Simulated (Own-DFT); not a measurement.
Simulation results for Hf$_{31}$O$_{64}$ (monoclinic hafnia with one vacancy, atoms displaced)

Computed with Own-DFT development build. A calculation, not a measurement: plane-wave density functional theory by an unreviewed code, no spin, of a simulated periodic cell, stress positive in tension, run twice, with PBE and with PBEsol, both on files made for PBE, so the change isn't that of files made for PBEsol, defect cell not probed for a lower state with spin; a neutral cation vacancy leaves holes that likely carry spin, which this run leaves out; hafnium file: forces about 75 meV/angstrom off all-electron values; oxygen file: force components 24 meV/angstrom off all-electron in one glass; forces on such cells passed a denser k mesh, this cell's mesh not checked; the far tail of each file's local potential was reset to the Coulomb form; each entry is a single point on an unrelaxed cell, so the pressure reflects the starting lattice, mostly measured values (interpolated for alloys), from which strain is counted, and rises with the displacements; printed positions are rounded, which can move forces by about a meV/angstrom; the program, named Own-DFT, is a retired in-house code; no spin-orbit coupling; stress was not checked against mesh or cutoff.

### Hf$_{31}$O$_{64}$ (monoclinic hafnia with one vacancy, atoms displaced)

```
cell vectors (Å)
  10.2340     0.0000     0.0000
   0.0000    10.3500     0.0000
  -1.6955     0.0000    10.4453
atoms (fractions of the cell vectors)
Hf  0.14339  0.01907  0.11053
Hf  0.35422  0.26746  0.14434
Hf  0.36687  0.47557  0.39811
Hf  0.13984  0.22436  0.36230
O   0.03344  0.17114  0.17811
O   0.45701  0.41662  0.08233
O   0.46860  0.34180  0.32464
O   0.03541  0.08601  0.42585
O   0.22524  0.37403  0.23893
O   0.27391  0.12922  0.99606
O   0.27598  0.11516  0.27164
O   0.22462  0.37056  0.48721
Hf  0.13469  0.02773  0.60018
Hf  0.36946  0.26947  0.64812
Hf  0.36788  0.47633  0.90562
Hf  0.14164  0.22849  0.85581
O   0.04022  0.15792  0.67386
O   0.46565  0.41414  0.57169
O   0.46461  0.33773  0.83348
O   0.03281  0.09148  0.93086
O   0.21975  0.37480  0.73378
O   0.27993  0.12636  0.51152
O   0.28493  0.11629  0.75925
O   0.22601  0.37459  0.99193
Hf  0.14109  0.51499  0.10278
Hf  0.36244  0.76957  0.14853
Hf  0.36286  0.98073  0.39899
Hf  0.13325  0.72614  0.35272
O   0.03659  0.65927  0.17296
O   0.45658  0.91128  0.08153
O   0.46654  0.83262  0.32728
O   0.03140  0.59267  0.41395
O   0.22035  0.88144  0.23494
O   0.26995  0.63455  0.00753
O   0.27313  0.61734  0.24556
O   0.21529  0.86890  0.48098
Hf  0.14258  0.51512  0.59854
Hf  0.36256  0.77262  0.64331
Hf  0.13799  0.72350  0.85272
O   0.02880  0.66443  0.67050
O   0.46429  0.91853  0.57444
O   0.46304  0.83138  0.82325
O   0.03350  0.58493  0.91665
O   0.22263  0.88437  0.73787
O   0.28078  0.63515  0.51426
O   0.28080  0.61949  0.75722
O   0.22465  0.87936  0.99275
Hf  0.63329  0.01941  0.10540
Hf  0.85741  0.26434  0.14931
Hf  0.86863  0.48564  0.39271
Hf  0.62965  0.22283  0.35295
O   0.53740  0.17272  0.17547
O   0.95974  0.41425  0.07500
O   0.97069  0.32932  0.32587
O   0.54558  0.08802  0.43140
O   0.72091  0.37787  0.24136
O   0.77252  0.13271  0.00858
O   0.77788  0.12284  0.25030
O   0.72425  0.36848  0.48724
Hf  0.63922  0.02269  0.60509
Hf  0.85832  0.26794  0.64440
Hf  0.86013  0.47768  0.89350
Hf  0.63006  0.23182  0.85203
O   0.53618  0.16537  0.67581
O   0.95617  0.41440  0.57146
O   0.96254  0.34278  0.82375
O   0.54461  0.08277  0.91970
O   0.72736  0.37591  0.73811
O   0.77910  0.12608  0.51747
O   0.77420  0.12014  0.76194
O   0.73220  0.37042  0.99054
Hf  0.64082  0.52266  0.11048
Hf  0.86754  0.77100  0.14347
Hf  0.87231  0.98204  0.41008
Hf  0.63860  0.72756  0.35191
O   0.53720  0.67081  0.17914
O   0.96783  0.91058  0.07764
O   0.96636  0.83057  0.32746
O   0.53157  0.57495  0.41743
O   0.72227  0.87578  0.24332
O   0.77829  0.63022  0.01336
O   0.77517  0.62077  0.26328
O   0.72281  0.87482  0.48641
Hf  0.64103  0.52137  0.60747
Hf  0.85851  0.76765  0.64229
Hf  0.87077  0.98143  0.89936
Hf  0.63615  0.72780  0.85153
O   0.53244  0.66189  0.67646
O   0.95913  0.91437  0.58409
O   0.96707  0.83429  0.82876
O   0.53804  0.57980  0.92676
O   0.72484  0.88071  0.73688
O   0.77506  0.63423  0.50839
O   0.78714  0.62735  0.76259
O   0.73223  0.86996  0.98943
```

- functional: PBE, then PBEsol
- potential files: PseudoDojo norm-conserving, scalar-relativistic, standard set
- wave cutoff: 72 hartree
- occupations: Fermi-Dirac
- smearing width: 0.1 eV
- k mesh: 2 x 2 x 2 centred on Gamma
- PBE pressure: 5.12 GPa
- PBE stress xx: -5.02 GPa
- PBE stress yy: -4.97 GPa
- PBE stress zz: -5.39 GPa
- PBE stress yz: 0.84 GPa
- PBE stress xz: 0.32 GPa
- PBE stress xy: -1.07 GPa
- PBEsol pressure: -1.2 GPa
- PBEsol stress xx: 1.33 GPa
- PBEsol stress yy: 1.31 GPa
- PBEsol stress zz: 0.97 GPa
- PBEsol stress yz: 0.79 GPa
- PBEsol stress xz: 0.66 GPa
- PBEsol stress xy: -1.04 GPa
- rms change of force components from PBE to PBEsol: 0.049 eV/Å

Force:
```csv
force element,PBE force x (eV/Å),PBE force y (eV/Å),PBE force z (eV/Å),PBEsol force x (eV/Å),PBEsol force y (eV/Å),PBEsol force z (eV/Å)
Hf,0.258,0.721,-2.193,0.272,0.705,-2.174
Hf,0.597,-0.311,-0.424,0.571,-0.216,-0.403
Hf,-0.956,0.807,-1.544,-0.896,0.723,-1.481
Hf,0.23,1.64,-1.991,0.228,1.564,-1.981
O,1.223,-1.383,-0.207,1.189,-1.327,-0.139
O,1.101,0.411,0.275,1.049,0.401,0.206
O,-0.066,-1.335,-0.142,-0.073,-1.318,-0.165
O,-0.221,-0.189,0.011,-0.206,-0.203,0.074
O,-0.175,-0.158,0.218,-0.097,-0.159,0.192
O,-0.603,1.34,2.56,-0.737,1.398,2.538
O,0.32,1.116,-1.372,0.238,1.086,-1.323
O,-0.209,0.137,0.446,-0.154,0.142,0.441
Hf,2.619,-2.75,2.781,2.574,-2.632,2.72
Hf,-1.545,-0.787,0.402,-1.533,-0.755,0.422
Hf,-1.034,1.645,-1.132,-0.995,1.556,-1.064
Hf,0.664,-1.149,-0.231,0.683,-1.175,-0.234
O,-1.877,2.004,0.692,-1.816,1.958,0.7
O,0.461,-0.125,1.206,0.44,-0.096,1.122
O,0.024,-0.46,-1.042,0.021,-0.465,-1.063
O,-0.187,0.232,-0.189,-0.177,0.191,-0.155
O,0.343,0.139,0.294,0.386,0.135,0.273
O,-0.001,0.516,0.119,-0.067,0.494,0.097
O,-1.007,1.505,-0.961,-1.101,1.577,-1.031
O,-0.462,-0.622,-0.579,-0.381,-0.596,-0.544
Hf,-1.025,0.494,-0.233,-0.973,0.531,-0.242
Hf,-1.097,0.239,-1.216,-1.074,0.299,-1.165
Hf,0.181,-1.622,-0.021,0.145,-1.624,0.008
Hf,2.197,1.231,-1.12,2.12,1.176,-1.119
O,-0.71,0.448,-0.336,-0.688,0.466,-0.275
O,1.612,0.986,0.462,1.592,0.912,0.534
O,-0.659,0.72,0.599,-0.643,0.685,0.531
O,-0.255,-1.926,1.734,-0.255,-1.891,1.715
O,0.444,-0.94,1.146,0.489,-0.905,1.103
O,0.589,-0.58,-0.142,0.505,-0.583,-0.13
O,0.09,-0.336,2.129,0.021,-0.324,2.051
O,0.757,0.903,0.496,0.809,0.883,0.461
Hf,-0.749,0.892,1.325,-0.7,0.897,1.292
Hf,-0.807,1.372,1.727,-0.791,1.363,1.737
Hf,0.893,1.984,-0.263,0.851,1.882,-0.271
O,1.376,-0.842,-0.385,1.333,-0.799,-0.322
O,0.092,-0.195,0.056,0.082,-0.165,-0.002
O,0.915,-0.721,0.029,0.988,-0.864,-0.113
O,-0.224,-0.681,0.758,-0.208,-0.67,0.771
O,-0.567,-1.004,-1.317,-0.535,-1.026,-1.379
O,-0.752,-1.55,-1.259,-0.804,-1.521,-1.206
O,-0.652,-0.469,0.161,-0.7,-0.447,0.147
O,-0.913,-0.966,0.275,-0.925,-0.979,0.362
Hf,-0.318,-0.592,-1.438,-0.29,-0.516,-1.433
Hf,0.472,1.35,-0.766,0.451,1.341,-0.729
Hf,-1.535,-2.469,-0.199,-1.505,-2.454,-0.168
Hf,2.38,2.815,-0.355,2.312,2.73,-0.39
O,-0.743,-0.847,-0.674,-0.711,-0.81,-0.581
O,1.212,0.509,0.31,1.175,0.52,0.247
O,-0.857,1.337,0.903,-0.837,1.28,0.839
O,-2.514,-1.404,-0.612,-2.433,-1.382,-0.545
O,0.549,0.528,-0.298,0.594,0.523,-0.31
O,-0.065,-0.875,0.056,-0.125,-0.851,0.07
O,-0.75,-1.141,1.995,-0.795,-1.075,1.916
O,-0.345,0.166,0.308,-0.284,0.162,0.316
Hf,0.629,-1.241,1.506,0.641,-1.166,1.442
Hf,0.334,0.533,0.424,0.292,0.578,0.431
Hf,0.264,0.396,1.002,0.271,0.326,1.001
Hf,1.891,-0.862,1.36,1.845,-0.927,1.319
O,-0.289,0.551,-0.515,-0.281,0.563,-0.454
O,1.784,0.751,0.274,1.728,0.75,0.216
O,1.447,-1.531,-0.409,1.373,-1.498,-0.435
O,0.189,-0.357,0.874,0.353,-0.249,0.929
O,-0.944,0.922,-0.427,-0.85,0.901,-0.427
O,0.587,-0.047,-0.868,0.515,-0.063,-0.826
O,0.351,0.385,-0.164,0.282,0.382,-0.183
O,-1.574,0.199,-0.244,-1.464,0.199,-0.239
Hf,0.216,-0.551,-0.307,0.232,-0.487,-0.312
Hf,-1.1,-0.29,0.344,-1.069,-0.243,0.347
Hf,-2.322,-1.443,-2.39,-2.272,-1.466,-2.269
Hf,0.155,0.876,0.796,0.168,0.828,0.727
O,0.273,-1.147,-1.195,0.285,-1.11,-1.096
O,1.064,1.066,0.156,1.019,1.047,0.107
O,-0.556,0.918,0.312,-0.529,0.863,0.26
O,1.372,1.337,0.797,1.333,1.276,0.828
O,0.326,0.41,-0.641,0.359,0.372,-0.628
O,-0.473,-0.345,0.022,-0.523,-0.336,0.036
O,0.248,0.022,-0.476,0.174,0.018,-0.456
O,-0.129,-0.221,0.314,-0.058,-0.209,0.318
Hf,0.225,-0.509,-1.227,0.217,-0.471,-1.23
Hf,-0.292,0.687,1.152,-0.293,0.706,1.154
Hf,-1.214,-0.39,-0.804,-1.183,-0.434,-0.753
Hf,-0.009,1.498,0.886,-0.035,1.439,0.823
O,0.802,-0.561,-0.585,0.803,-0.534,-0.525
O,1.462,1.157,-0.66,1.405,1.151,-0.723
O,0.128,0.058,0.009,0.108,0.045,-0.03
O,0.129,0.225,0.13,0.125,0.197,0.18
O,-0.169,-0.549,0.089,-0.101,-0.544,0.072
O,-0.46,-1.048,-0.084,-0.503,-1.02,-0.078
O,-1.425,-0.828,-0.351,-1.44,-0.801,-0.349
O,-0.633,0.171,0.071,-0.538,0.165,0.076
```
